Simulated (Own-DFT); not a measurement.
Si$_{12}$O$_{23}$ (quartz with two neutral oxygen vacancies, atoms displaced) (calculated)

All values are calculated (Own-DFT development build). A calculation, not a measurement: plane-wave PBE and HSE06 DFT by an unreviewed code, no spin, of a simulated cell at Gamma alone, so results move with cell size and shape, stress positive in tension, energies less offsets, not probed for a lower state with spin; oxygen file: force components 24 meV/angstrom off all-electron in a glass; k mesh not checked against a denser one; forces and stress are PBE's, HSE06 gives the energy alone, and its difference from PBE has offsets of its own; offsets are fitted by least squares, one for each functional and potential file, so energies compare only between cells with the same atoms and settings and are not formation energies; the far tail of each file's local potential was reset to the Coulomb form; each entry is a single point on an unrelaxed cell, so the pressure reflects the starting lattice, mostly measured values (interpolated for alloys), from which strain is counted, and rises with the displacements; printed positions are rounded, which can move forces by about a meV/angstrom; the program, named Own-DFT, is a retired in-house code; no spin-orbit coupling.

Si$_{12}$O$_{23}$ (quartz with two neutral oxygen vacancies, atoms displaced)

```
cell vectors (Å)
   9.8268     0.0000     0.0000
  -4.9134     8.5103     0.0000
   0.0000     0.0000    10.8104
atoms (fractions of the cell vectors)
Si  0.23683  0.00170  0.99920
Si  0.00479  0.23785  0.33260
Si  0.26868  0.26894  0.16740
O   0.20890  0.13560  0.05841
O   0.42124  0.29202  0.22130
O   0.36738  0.07255  0.39476
O   0.06951  0.36338  0.43982
O   0.13896  0.21110  0.26941
O   0.29677  0.42942  0.11016
Si  0.23549  0.99586  0.49820
Si  0.00060  0.23295  0.83440
Si  0.26326  0.26404  0.67222
O   0.20987  0.13364  0.56034
O   0.42409  0.28936  0.72896
O   0.36693  0.07439  0.89343
O   0.07472  0.36406  0.94481
O   0.12930  0.20844  0.77595
O   0.29339  0.42910  0.60115
Si  0.23431  0.49901  0.99972
Si  0.99949  0.73086  0.32883
Si  0.26925  0.76892  0.16901
O   0.20415  0.63891  0.05981
O   0.42317  0.78974  0.22824
O   0.36107  0.57386  0.39253
O   0.07368  0.86761  0.44238
O   0.13514  0.70844  0.27129
O   0.29043  0.92313  0.10303
Si  0.23577  0.49959  0.50130
Si  0.99772  0.73445  0.83862
Si  0.26587  0.76477  0.66559
O   0.20042  0.63107  0.56230
O   0.42540  0.78948  0.72921
O   0.36924  0.57388  0.89288
O   0.07146  0.86446  0.94692
O   0.13507  0.70573  0.77417
O   0.29260  0.92610  0.60536
Si  0.74049  0.00551  0.00370
Si  0.50112  0.23437  0.33513
Si  0.77072  0.27313  0.16922
O   0.70911  0.13408  0.06040
O   0.91963  0.28944  0.22602
O   0.87110  0.07811  0.39431
O   0.57734  0.36798  0.43945
O   0.63903  0.20952  0.27479
O   0.79781  0.43081  0.11056
Si  0.73400  0.99857  0.49725
Si  0.50226  0.23396  0.83541
Si  0.76698  0.26570  0.66526
O   0.71059  0.13874  0.55799
O   0.92837  0.29144  0.72538
O   0.86539  0.07156  0.89637
O   0.57581  0.36436  0.93795
O   0.62989  0.19958  0.77371
O   0.79354  0.42893  0.60765
Si  0.73084  0.49888  0.99685
Si  0.49975  0.73516  0.33443
Si  0.76191  0.76427  0.16455
O   0.92860  0.79450  0.22910
O   0.86220  0.57101  0.38995
O   0.56994  0.86843  0.43974
O   0.63160  0.70527  0.27458
Si  0.73491  0.50321  0.50049
Si  0.49414  0.73751  0.82809
Si  0.76402  0.76961  0.67055
O   0.70905  0.63323  0.56388
O   0.92064  0.79024  0.72267
O   0.86423  0.57648  0.88900
O   0.57065  0.86613  0.93804
O   0.63770  0.70291  0.77544
O   0.79164  0.92726  0.60323
```

It was run with first functional PBE, second functional HSE06, exact exchange share 0.25, screening 0.11 1/bohr, exchange divergence Gygi-Baldereschi, potential files PseudoDojo norm-conserving, scalar-relativistic, made for PBE, standard set, wave cutoff 48 hartree, occupations fixed and k mesh 1 x 1 x 1 centred on Gamma.

The calculation gives: PBE energy of cell above offsets -21.404 eV; HSE06 less PBE above offsets -0.038 eV; PBE pressure 7.52 GPa; PBE stress xx -9.27 GPa; PBE stress yy -5.92 GPa; PBE stress zz -7.39 GPa; PBE stress yz 1.18 GPa; PBE stress xz -0.8 GPa; PBE stress xy -1.96 GPa.

Force:
```csv
element,x (eV/Å),y (eV/Å),z (eV/Å)
Si,-0.548,-0.042,0.592
Si,-0.533,-0.571,-1.073
Si,-1.675,-1.069,-2.785
O,-0.436,0.303,-0.007
O,5.373,0.139,3.166
O,0.834,0.332,-1.106
O,0.437,1.638,1.111
O,-1.976,-0.866,1.861
O,-0.761,1.487,-1.039
Si,-1.321,1.333,0.931
Si,-2.8,0.81,1.374
Si,0.137,0.277,-2.546
O,-0.263,0.358,0.507
O,0.171,0.559,0.138
O,0.218,-0.609,-0.285
O,-0.953,-1.066,-0.774
O,2.756,-0.588,-0.991
O,2.307,-2.323,3.318
Si,0.333,2.187,1.351
Si,-0.216,0.839,2.655
Si,-1.093,-0.764,-1.792
O,1.107,-1.694,-0.962
O,1.561,0.798,0.314
O,0.713,0.307,-0.607
O,-0.735,-1.961,-1.589
O,0.121,-0.566,0.825
O,0.552,0.944,0.734
Si,-2.874,0.405,-1.575
Si,0.916,2.248,-3.032
Si,-1.161,0.129,0.473
O,0.475,-0.687,-0.849
O,-3.229,1.847,-4.527
O,-0.428,-0.716,0.104
O,-0.544,-0.208,-0.628
O,-1.031,0.266,0.782
O,1.212,-0.344,1.067
Si,-0.298,-4.605,0.971
Si,-0.406,0.536,-1.603
Si,-2.152,-2.07,-1.667
O,-1.213,1.595,1.032
O,4.381,0.545,1.816
O,-0.047,-0.976,-0.292
O,-1.041,-0.547,-0.129
O,-1.362,-0.475,0.723
O,-0.826,1.427,-1.584
Si,-0.284,1.76,0.053
Si,-0.319,-0.853,-1.654
Si,-0.742,0.425,0.791
O,0.115,-1.349,-1.051
O,0.117,0.189,0.335
O,1.319,0.602,-1.37
O,-0.875,-0.089,0.657
O,1.018,0.269,-0.617
O,0.332,-0.154,0.366
Si,0.412,3.209,3.323
Si,-0.464,-0.489,-0.028
Si,0.656,0.065,-2.844
O,-1.684,0.741,-1.543
O,0.547,0.098,-0.251
O,-0.246,-0.044,0.1
O,0.285,-0.245,0.272
Si,0.885,-0.06,0.267
Si,5.728,-1.703,4.671
Si,0.131,-0.905,-2.16
O,-1.099,0.754,-0.128
O,3.497,0.649,2.276
O,-0.597,-2.508,0.943
O,0.571,1.228,0.663
O,-3.258,-0.114,1.735
O,0.271,-0.039,0.779
```
